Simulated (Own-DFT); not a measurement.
# Computed records: Si12O23 (quartz with two neutral oxygen vacancies, atoms displaced)

A calculation, not a measurement: plane-wave PBE and HSE06 DFT by an unreviewed code, no spin, of a simulated cell at Gamma alone, so results move with cell size and shape, stress positive in tension, energies less offsets, not probed for a lower state with spin; oxygen file: force components 24 meV/angstrom off all-electron in a glass; k mesh not checked against a denser one; forces and stress are PBE's, HSE06 gives the energy alone, and its difference from PBE has offsets of its own; offsets are fitted by least squares, one for each functional and potential file, so energies compare only between cells with the same atoms and settings and are not formation energies; the far tail of each file's local potential was reset to the Coulomb form; each entry is a single point on an unrelaxed cell, so the pressure reflects the starting lattice, mostly measured values (interpolated for alloys), from which strain is counted, and rises with the displacements; printed positions are rounded, which can move forces by about a meV/angstrom; the program, named Own-DFT, is a retired in-house code; no spin-orbit coupling. Program: Own-DFT development build.

Settings shared by all entries: first functional PBE; second functional HSE06; exact exchange share 0.25; screening 0.11 1/bohr; exchange divergence Gygi-Baldereschi; potential files PseudoDojo norm-conserving, scalar-relativistic, made for PBE, standard set; wave cutoff 48 hartree; occupations fixed; k mesh 1 x 1 x 1 centred on Gamma.

(1) Si12O23 (quartz with two neutral oxygen vacancies, atoms displaced)

```
Si12O23
1.0
      9.8268     0.0000     0.0000
     -4.9134     8.5103     0.0000
      0.0000     0.0000    10.8104
Si O Si O Si O Si O Si O Si O Si O Si O
3 6 3 6 3 6 3 6 3 6 3 5 3 6 3 5
Direct
  0.22939 0.98846 0.00795
  0.00081 0.24059 0.33741
  0.26280 0.27427 0.17538
  0.20100 0.13692 0.06336
  0.42725 0.30000 0.23232
  0.37041 0.08336 0.38910
  0.07513 0.36671 0.43267
  0.12890 0.20634 0.27584
  0.29287 0.42704 0.10665
  0.23463 0.00315 0.49948
  0.00943 0.23912 0.83202
  0.27300 0.27129 0.66786
  0.20890 0.13826 0.55519
  0.42273 0.29025 0.72273
  0.36845 0.07236 0.89712
  0.07242 0.36961 0.93575
  0.13218 0.20352 0.77913
  0.28729 0.42563 0.60695
  0.23754 0.49771 0.00092
  0.99844 0.72323 0.33364
  0.27279 0.76527 0.16632
  0.21370 0.63181 0.06591
  0.43147 0.79436 0.23177
  0.36499 0.58041 0.39012
  0.08396 0.86852 0.44489
  0.13289 0.70484 0.28147
  0.28900 0.92262 0.10998
  0.23869 0.50755 0.50155
  0.00468 0.74390 0.83686
  0.26717 0.76073 0.66758
  0.19284 0.63255 0.56124
  0.42712 0.79097 0.72447
  0.36604 0.57265 0.89166
  0.07008 0.85397 0.93441
  0.12856 0.69692 0.77345
  0.29730 0.93041 0.60871
  0.73824 0.00443 0.00072
  0.49565 0.22892 0.33393
  0.76121 0.26526 0.16691
  0.70664 0.13240 0.05584
  0.91654 0.29469 0.22121
  0.86702 0.08177 0.39140
  0.58251 0.37435 0.44013
  0.63143 0.20413 0.27691
  0.79873 0.43121 0.10142
  0.72145 0.99378 0.50412
  0.50601 0.23722 0.83445
  0.75786 0.25922 0.66935
  0.92476 0.29539 0.72053
  0.86944 0.07651 0.90209
  0.58108 0.37809 0.93553
  0.63262 0.20335 0.76752
  0.79209 0.43887 0.60773
  0.73047 0.49932 0.00530
  0.50987 0.74281 0.33271
  0.77379 0.77877 0.16038
  0.69604 0.63572 0.05457
  0.91939 0.79424 0.22345
  0.85676 0.56629 0.38984
  0.55928 0.84881 0.44407
  0.63008 0.70319 0.28062
  0.79982 0.93376 0.10763
  0.73760 0.50058 0.50210
  0.49236 0.73137 0.83089
  0.76664 0.76787 0.66060
  0.71102 0.63438 0.56207
  0.94133 0.80794 0.71674
  0.87118 0.57999 0.89526
  0.56223 0.86633 0.94594
  0.63351 0.71115 0.77125
```

* PBE energy of cell above offsets: -16.341 eV
* HSE06 less PBE above offsets: 0.247 eV
* PBE pressure: 8.35 GPa
* PBE stress xx: -9.48 GPa
* PBE stress yy: -7.62 GPa
* PBE stress zz: -7.93 GPa
* PBE stress yz: -1.98 GPa
* PBE stress xz: -1.11 GPa
* PBE stress xy: -0.62 GPa

Force:
```
element  x (eV/Å)  y (eV/Å)  z (eV/Å)
     Si     -2.91      4.42    -3.138
     Si    -1.855    -1.963    -4.722
     Si     2.345    -2.711     -1.26
      O     1.411    -1.632    -0.309
      O     -0.42     0.187    -0.678
      O    -2.542    -6.251     3.434
      O     0.706      4.93     4.385
      O    -0.179    -0.268     0.404
      O     0.355      0.94     0.401
     Si     2.738     0.962      1.34
     Si    -4.944    -1.171     0.142
     Si      -4.2    -2.649    -1.573
      O    -0.668     1.348     1.119
      O      4.69     0.467     2.734
      O    -0.267      0.19     0.505
      O     0.422     1.521     1.414
      O     3.886      0.01    -2.529
      O     0.161     0.745     0.494
     Si    -1.414     0.178    -1.357
     Si    -3.796     3.196     1.166
     Si    -0.707    -0.913     2.909
      O    -0.514    -0.376    -0.876
      O    -1.847     1.398    -2.329
      O    -0.349     -1.05     0.641
      O    -2.574    -4.034    -3.074
      O      3.91     0.038    -2.974
      O     1.336     -0.54     1.755
     Si    -1.253    -0.449    -1.903
     Si    -0.998    -8.356    -10.07
     Si    -3.716     1.729     0.146
      O     1.106    -1.412    -1.276
      O      0.06     0.664    -0.905
      O    -0.295    -1.461     0.351
      O     1.643     9.443     9.713
      O      0.47     0.764      0.02
      O     0.427    -0.193     0.051
     Si    -1.745     -2.74    -0.391
     Si     1.681     7.466    -0.885
     Si    -2.063    -0.657    -1.698
      O    -2.022     2.136     1.621
      O      4.87     0.325     2.794
      O    -1.991    -2.915     1.846
      O     -1.88    -3.164    -1.637
      O     0.568    -0.212    -0.917
      O     0.657    -1.342     1.968
     Si     1.934     1.088     1.802
     Si    -2.081    -0.773     0.173
     Si     2.806     2.029    -6.209
      O     2.146    -0.381     1.603
      O     1.981     1.702    -2.981
      O      -1.7    -2.778    -1.546
      O    -3.146    -1.479     3.632
      O     3.763    -4.031     4.446
     Si     1.237     4.215    -2.056
     Si    -1.612    -4.169    -0.696
     Si    -3.083    -5.601     1.533
      O     0.213     0.742     0.958
      O     5.222    -0.287     2.882
      O     1.505     1.066    -1.282
      O     0.073     4.666      4.04
      O     4.408     0.668    -3.392
      O    -1.001     2.385    -0.733
     Si     -2.17      1.34    -1.575
     Si     2.918     2.184     2.015
     Si    -0.431     3.213     0.781
      O    -0.718    -0.796    -1.365
      O    -0.544    -0.448     0.929
      O    -1.154    -0.954     0.759
      O      1.01    -0.147    -0.715
      O     0.128    -0.046      0.16
```

(2) Si12O23 (quartz with two neutral oxygen vacancies, atoms displaced)

```
Si12O23
1.0
      9.8268     0.0000     0.0000
     -4.9134     8.5103     0.0000
      0.0000     0.0000    10.8104
Si O Si O Si O Si O Si O Si O Si O Si O
3 6 3 6 3 6 3 6 3 6 3 6 3 6 3 4
Direct
  0.24120 0.00516 0.99252
  0.98880 0.22741 0.33993
  0.26438 0.26133 0.16321
  0.22194 0.13839 0.05912
  0.43451 0.29789 0.22399
  0.36559 0.07350 0.39083
  0.06912 0.36985 0.44384
  0.14515 0.20816 0.27605
  0.29375 0.42753 0.09981
  0.23176 0.99458 0.49528
  0.99712 0.23835 0.83223
  0.27218 0.27603 0.66373
  0.20627 0.13119 0.55991
  0.43048 0.30456 0.72576
  0.36602 0.06945 0.89959
  0.07965 0.35845 0.94961
  0.13347 0.20627 0.77423
  0.29885 0.43184 0.60441
  0.24931 0.51392 0.01046
  0.00608 0.73358 0.33613
  0.26361 0.76807 0.16935
  0.20623 0.63592 0.06460
  0.43309 0.79284 0.22390
  0.36600 0.57461 0.39407
  0.07604 0.86207 0.44099
  0.13201 0.71169 0.27158
  0.29380 0.91981 0.10339
  0.23144 0.49447 0.50036
  0.98483 0.72641 0.83163
  0.27005 0.77186 0.66738
  0.21173 0.63614 0.56518
  0.42361 0.78289 0.72940
  0.36204 0.57500 0.89116
  0.06493 0.86324 0.94376
  0.13939 0.70513 0.77403
  0.27876 0.91805 0.61144
  0.73330 0.99532 0.00125
  0.50286 0.23099 0.33045
  0.76426 0.25624 0.16166
  0.69860 0.12894 0.05778
  0.92336 0.29189 0.22321
  0.86239 0.07366 0.39406
  0.58229 0.36994 0.43518
  0.62636 0.20541 0.27893
  0.79886 0.42586 0.11075
  0.73176 0.99899 0.49862
  0.49733 0.23247 0.83074
  0.77019 0.26584 0.66265
  0.70765 0.12996 0.56687
  0.93380 0.30337 0.73377
  0.86049 0.06012 0.89558
  0.56915 0.36419 0.94513
  0.63313 0.21104 0.77768
  0.79023 0.42479 0.61124
  0.73569 0.49771 0.00543
  0.50071 0.73549 0.33488
  0.76623 0.77626 0.16770
  0.70802 0.63104 0.05449
  0.92032 0.78664 0.23295
  0.85867 0.56788 0.39231
  0.58017 0.86751 0.44382
  0.63746 0.70099 0.27388
  0.79929 0.92893 0.10239
  0.74311 0.49206 0.49465
  0.49941 0.73034 0.83155
  0.77452 0.77615 0.67147
  0.70602 0.63096 0.55852
  0.86205 0.57421 0.89521
  0.56748 0.86049 0.93497
  0.79586 0.92863 0.60473
```

* PBE energy of cell above offsets: -17.109 eV
* HSE06 less PBE above offsets: 0.158 eV
* PBE pressure: 8.38 GPa
* PBE stress xx: -7.09 GPa
* PBE stress yy: -9.45 GPa
* PBE stress zz: -8.6 GPa
* PBE stress yz: 3.33 GPa
* PBE stress xz: 0.29 GPa
* PBE stress xy: 0.35 GPa

Force:
```
element  x (eV/Å)  y (eV/Å)  z (eV/Å)
     Si    -4.272    -5.565     5.238
     Si     3.817     4.709    -3.879
     Si     1.537     3.126     1.261
      O    -0.887    -1.051    -1.261
      O    -0.903    -0.214    -0.334
      O    -0.087    -1.202     0.429
      O    -1.228    -2.187    -1.229
      O    -3.882    -0.357     2.023
      O     3.834    -2.825     4.808
     Si     0.965     2.842      2.47
     Si     3.791    -1.938     4.828
     Si    -1.009    -3.886     1.189
      O     0.041     0.504     0.062
      O     1.381     -0.45     0.827
      O     4.535     3.255    -6.127
      O    -0.442      0.61    -0.255
      O     0.238     0.442    -1.096
      O     0.107     0.732     0.037
     Si    -3.668     -1.63    -5.508
     Si    -4.853    -1.369    -0.216
     Si     2.387    -0.489    -0.345
      O    -0.588    -0.008     0.143
      O    -1.162     0.313    -0.164
      O    -0.197    -0.395    -0.106
      O    -1.456    -0.896     0.057
      O     2.354     -1.12     0.134
      O    -1.267     2.897    -1.334
     Si    -0.135     3.749     0.387
     Si     1.921     3.949    -2.437
     Si     1.135    -3.617     1.953
      O     0.297    -1.568    -1.908
      O     -1.38     1.839    -2.343
      O     0.082    -1.105     0.537
      O      0.65     0.628    -0.444
      O    -3.091    -0.285     1.778
      O    -0.902     3.907    -2.137
     Si    -2.492    -0.452    -2.354
     Si     -6.19     2.743     2.003
     Si    -3.096     1.662     2.056
      O     0.153    -1.563    -0.951
      O     2.579    -0.666     2.195
      O    -0.313    -2.339     0.275
      O    -1.269     -1.99    -0.267
      O      8.43    -1.188     -4.42
      O    -0.009    -0.249    -0.091
     Si     1.787     0.563     2.826
     Si    -1.176     1.761     1.876
     Si    -0.885     0.582     4.355
      O    -0.288     -0.82    -1.519
      O     -3.23     0.748     -3.29
      O     1.159     2.777     -2.25
      O     0.147    -0.818    -0.657
      O     2.778    -0.326    -2.088
      O      0.86     0.435     -0.14
     Si    -0.419    -1.437    -0.759
     Si     1.566    -0.827    -0.312
     Si     3.082    -5.187    -0.425
      O    -1.644      3.32     2.563
      O     0.295     0.757    -0.226
      O     4.575     3.144    -4.112
      O    -2.441    -2.474    -1.808
      O    -2.526     0.456     1.216
      O    -0.063       1.5     0.896
     Si    -5.072      1.34     4.637
     Si     3.912    -0.475    -1.624
     Si     0.289     -4.39     1.963
      O      1.05     0.488     0.708
      O     0.058    -2.778     0.534
      O     0.736     2.449     2.921
      O    -0.015      1.91    -0.771
```

(3) Si12O23 (quartz with two neutral oxygen vacancies, atoms displaced)

```
Si12O23
1.0
      9.8268     0.0000     0.0000
     -4.9134     8.5103     0.0000
      0.0000     0.0000    10.8104
Si O Si O Si O Si O Si O Si O Si O Si O
3 6 3 4 3 6 3 6 3 6 3 6 3 6 3 6
Direct
  0.23936 0.99892 0.99867
  0.99727 0.23450 0.32264
  0.27208 0.27649 0.17608
  0.21051 0.13609 0.06353
  0.43194 0.28912 0.22878
  0.37083 0.07719 0.39763
  0.06411 0.36433 0.44391
  0.12677 0.20452 0.26613
  0.28842 0.42536 0.11765
  0.23749 0.00318 0.49744
  0.99502 0.22543 0.83007
  0.25516 0.26198 0.67096
  0.20281 0.12890 0.55729
  0.37983 0.07975 0.89239
  0.06544 0.36626 0.93024
  0.13894 0.22125 0.78463
  0.24089 0.50055 0.99406
  0.01212 0.74289 0.33471
  0.25651 0.77055 0.16917
  0.20879 0.63391 0.06283
  0.42697 0.79411 0.22281
  0.36632 0.57171 0.38758
  0.07612 0.86784 0.43542
  0.13094 0.70432 0.27278
  0.30284 0.92952 0.10248
  0.23523 0.50260 0.49658
  0.99970 0.74228 0.83349
  0.26379 0.76590 0.65894
  0.21137 0.63152 0.56232
  0.43491 0.79130 0.72342
  0.36828 0.57676 0.89386
  0.07876 0.87119 0.93361
  0.12972 0.70553 0.77765
  0.28862 0.92202 0.60459
  0.73109 0.99145 0.99865
  0.49644 0.23441 0.33270
  0.76596 0.27255 0.16469
  0.70154 0.13133 0.05684
  0.92599 0.29268 0.22344
  0.85456 0.06345 0.39197
  0.57616 0.37157 0.43784
  0.63291 0.20635 0.27820
  0.80021 0.42568 0.11031
  0.72428 0.99331 0.49239
  0.49876 0.23291 0.82764
  0.76395 0.27972 0.66666
  0.71347 0.14166 0.56285
  0.93335 0.28537 0.73321
  0.86530 0.07930 0.88727
  0.57806 0.36473 0.93949
  0.62531 0.20011 0.77579
  0.79226 0.42984 0.61124
  0.73475 0.50699 0.99640
  0.50235 0.73459 0.33631
  0.75264 0.76826 0.16562
  0.71580 0.63927 0.05534
  0.92567 0.79401 0.22516
  0.86230 0.57041 0.39804
  0.57236 0.86078 0.43025
  0.63819 0.70794 0.27040
  0.79908 0.93068 0.10976
  0.73883 0.50030 0.50070
  0.50146 0.73397 0.83183
  0.75723 0.75951 0.67006
  0.70088 0.62785 0.56228
  0.93013 0.79472 0.73645
  0.86902 0.57165 0.89315
  0.57528 0.86392 0.93574
  0.63912 0.70582 0.76808
  0.80144 0.92565 0.60714
```

- PBE energy of cell above offsets: -14.363 eV
- HSE06 less PBE above offsets: 0.167 eV
- PBE pressure: 10.14 GPa
- PBE stress xx: -7.8 GPa
- PBE stress yy: -11.6 GPa
- PBE stress zz: -11.03 GPa
- PBE stress yz: 3.09 GPa
- PBE stress xz: 3.27 GPa
- PBE stress xy: 0.3 GPa

Force:
```
element  x (eV/Å)  y (eV/Å)  z (eV/Å)
     Si    -1.028     2.849    -0.564
     Si    -0.898    -1.195     5.259
     Si     1.823    -4.228    -2.614
      O     0.767    -0.005      0.19
      O    -3.267     1.626    -2.814
      O     0.395    -0.877     -0.66
      O     0.298    -0.445    -1.636
      O      0.66    -0.879     1.443
      O    -1.166     3.665    -2.786
     Si    -0.638    -0.934     1.057
     Si     0.625     2.966     3.884
     Si     2.513     2.105    -1.692
      O    -1.061     0.985     1.163
      O    -1.933    -3.905     2.332
      O     2.103     2.692     2.933
      O     4.149    -1.574    -1.238
     Si    -4.766     -2.43     3.269
     Si    -6.027    -3.816    -2.141
     Si     5.341    -1.877    -2.242
      O     0.156    -0.408    -0.479
      O      0.07    -0.279      1.12
      O    -0.148    -0.933     0.399
      O     0.392     2.356     2.566
      O     0.613    -0.996     1.015
      O    -0.392     0.815     0.333
     Si     1.652    -4.362     0.946
     Si     3.655    -4.341     2.438
     Si     0.827     -1.01     5.984
      O    -1.072      0.02    -1.041
      O    -2.623     0.262    -1.917
      O     1.945     0.053     -1.58
      O     0.178     2.025     2.563
      O     2.538     0.504    -2.384
      O    -0.359     1.907    -0.956
     Si      0.28     4.396     0.165
     Si     4.042     0.663     2.832
     Si     0.502    -5.906     1.362
      O     0.607    -0.351     0.411
      O    -0.985     0.734    -1.398
      O     2.149     2.659     -3.01
      O    -0.444    -0.639     0.286
      O     1.027     0.061    -0.906
      O     -3.18     5.582    -3.402
     Si     1.787     2.863      5.36
     Si    -3.753     3.448    -0.449
     Si     5.189    -7.097     3.857
      O      0.05    -1.563    -1.144
      O    -7.672       2.7    -7.136
      O    -2.072    -6.178     3.559
      O    -0.821     0.067    -0.141
      O     3.967     0.562    -2.738
      O    -0.839       4.1    -0.939
     Si     3.229    -2.881     0.578
     Si    -1.357    -3.119     -6.87
     Si     7.348    -0.681    -1.643
      O    -2.365     1.951      1.23
      O    -0.031    -0.418     0.452
      O     3.242     3.107    -2.921
      O    -1.084     2.988     4.331
      O    -3.871    -1.914     3.952
      O     -1.16     1.975     -1.54
     Si    -2.914    -0.163     0.413
     Si     1.099    -0.366     -1.15
     Si     6.179     3.042    -4.962
      O     0.066      0.11     0.112
      O    -5.759     1.483    -5.602
      O      0.21     0.714    -0.403
      O    -0.418    -0.378     0.619
      O     -5.63    -2.458     6.335
      O     -1.94     0.572    -1.656
```

(4) Si12O23 (quartz with two neutral oxygen vacancies, atoms displaced)

```
Si12O23
1.0
      9.8268     0.0000     0.0000
     -4.9134     8.5103     0.0000
      0.0000     0.0000    10.8104
Si O Si O Si O Si O Si O Si O Si O Si O
3 6 3 5 3 6 3 5 3 6 3 6 3 6 3 6
Direct
  0.23070 0.00008 0.01376
  0.99740 0.24077 0.32978
  0.26238 0.26769 0.17358
  0.20538 0.13171 0.06775
  0.43262 0.30295 0.22353
  0.36141 0.07510 0.39719
  0.06675 0.36345 0.43940
  0.12924 0.20667 0.27400
  0.30197 0.43326 0.10993
  0.23507 0.99385 0.49382
  0.00531 0.24162 0.83027
  0.26270 0.26502 0.66159
  0.20626 0.13294 0.55650
  0.42920 0.29893 0.73237
  0.36904 0.07897 0.89490
  0.13751 0.21431 0.77821
  0.29730 0.43195 0.60063
  0.24483 0.50053 0.00783
  0.99702 0.73901 0.33350
  0.26426 0.78048 0.16929
  0.20201 0.62900 0.05706
  0.42484 0.79035 0.22239
  0.36162 0.57249 0.39447
  0.07488 0.86473 0.44997
  0.14179 0.71409 0.26991
  0.28300 0.92770 0.10706
  0.24663 0.50583 0.49315
  0.99250 0.73324 0.83684
  0.27237 0.76444 0.66455
  0.20460 0.62692 0.55590
  0.42577 0.79278 0.72935
  0.07597 0.87425 0.93530
  0.13097 0.69969 0.76756
  0.29386 0.92904 0.60368
  0.73659 0.99651 0.00693
  0.49215 0.24199 0.33017
  0.75632 0.26039 0.17128
  0.69932 0.12879 0.05356
  0.92872 0.29564 0.22386
  0.87786 0.08261 0.38547
  0.57581 0.37253 0.44395
  0.63901 0.20498 0.26929
  0.80117 0.42907 0.10397
  0.73849 0.00109 0.50753
  0.50861 0.23870 0.83447
  0.76533 0.26550 0.66411
  0.70910 0.13632 0.55503
  0.92909 0.28921 0.73035
  0.87417 0.07438 0.89488
  0.57213 0.36936 0.93331
  0.62224 0.21119 0.77461
  0.79755 0.43178 0.59563
  0.73633 0.50750 0.99918
  0.50293 0.73717 0.33478
  0.76291 0.76637 0.17747
  0.70113 0.63299 0.06081
  0.93725 0.79928 0.22710
  0.87738 0.58531 0.40114
  0.57271 0.86394 0.43564
  0.62740 0.69651 0.27619
  0.79321 0.93125 0.10573
  0.73029 0.50049 0.50838
  0.49541 0.73664 0.83530
  0.77499 0.76049 0.66433
  0.70468 0.63233 0.55727
  0.92406 0.78844 0.73065
  0.86097 0.56445 0.89319
  0.56624 0.85133 0.93928
  0.63991 0.70706 0.77311
  0.79678 0.92819 0.60334
```

* PBE stress yy: —

## Withheld values
1. Si12O23 (quartz with two neutral oxygen vacancies, atoms displaced) (entry 4): PBE stress yy?

## Answers
1. -6.41 GPa

Further results for Si12O23 (quartz with two neutral oxygen vacancies, atoms displaced) (entry 4):

* PBE energy of cell above offsets: -13.263 eV
* HSE06 less PBE above offsets: 0.236 eV
* PBE pressure: 10 GPa
* PBE stress xx: -11.09 GPa
* PBE stress zz: -12.49 GPa
* PBE stress yz: 2.8 GPa
* PBE stress xz: -2.05 GPa
* PBE stress xy: 3.45 GPa

Force:
```
element  x (eV/Å)  y (eV/Å)  z (eV/Å)
     Si    -1.616     2.877    -9.849
     Si     1.317     1.528     0.548
     Si    -0.054     0.265    -2.163
      O    -1.509     1.858     1.347
      O    -0.883     0.466    -0.964
      O     3.259     3.275    -4.895
      O     1.368     2.442     1.309
      O     0.956    -0.076       0.2
      O     2.434    -1.808     3.464
     Si     -1.74     1.994     5.403
     Si     1.609     0.075      6.77
     Si     1.711     0.742     2.121
      O     0.121    -0.547    -0.464
      O    -1.808     0.003    -2.015
      O    -1.076    -1.512     2.222
      O     2.548    -0.481    -2.229
      O     1.257    -1.284     1.318
     Si    -2.451     1.414    -6.882
     Si     4.247    -0.239      2.41
     Si     5.329    -5.353     -2.85
      O    -1.027     2.534     1.991
      O      0.68     0.474     0.598
      O     5.217     3.789     -6.68
      O    -2.504    -2.857    -2.688
      O    -4.487    -1.033     4.225
      O     3.203     0.071     3.607
     Si    -6.833    -4.911     4.719
     Si     4.763      -0.8     0.199
     Si     -3.82    -0.669    -1.007
      O    -0.363     1.947      0.92
      O     0.576     1.442    -1.494
      O    -0.273    -0.314     0.923
      O    -1.709     0.428     0.906
      O     1.709    -1.192     1.159
     Si     -3.33     1.582    -6.853
     Si     4.327    -1.306     3.113
     Si     5.679         3    -7.619
      O    -0.551     1.178     1.611
      O    -1.939     0.476    -2.074
      O    -3.062    -5.322      3.69
      O    -1.442    -2.379    -2.289
      O    -7.806    -2.057     6.905
      O    -0.973    -0.237     0.118
     Si    -0.019     0.515     -5.86
     Si    -10.29    -0.705     2.856
     Si     -0.44     1.035     1.805
      O    -0.903     0.582     0.716
      O    -5.113     1.305    -4.496
      O    -0.812    -0.653     0.763
      O     0.837     3.391     3.516
      O     11.76    -1.101    -6.815
      O     3.972    -3.699     5.092
     Si    -0.635    -3.717     1.236
     Si    -2.641    -1.837    -2.251
     Si     1.512     0.477    -3.886
      O    -0.373     2.042     1.872
      O    -3.513     0.987     -2.56
      O    -1.694    -2.252     0.737
      O     1.023     3.177     2.975
      O     0.467    -0.259     0.603
      O     3.857     -3.77     5.548
     Si     0.925     1.411    -5.607
     Si     1.927    -6.923    -1.007
     Si    -5.459     1.057     0.814
      O    -1.682     1.931     0.619
      O     1.373     1.185    -0.876
      O      1.41     1.866    -1.768
      O      1.75     6.043     5.262
      O    -0.679     0.394     -0.38
      O     2.386    -1.963     2.313
```
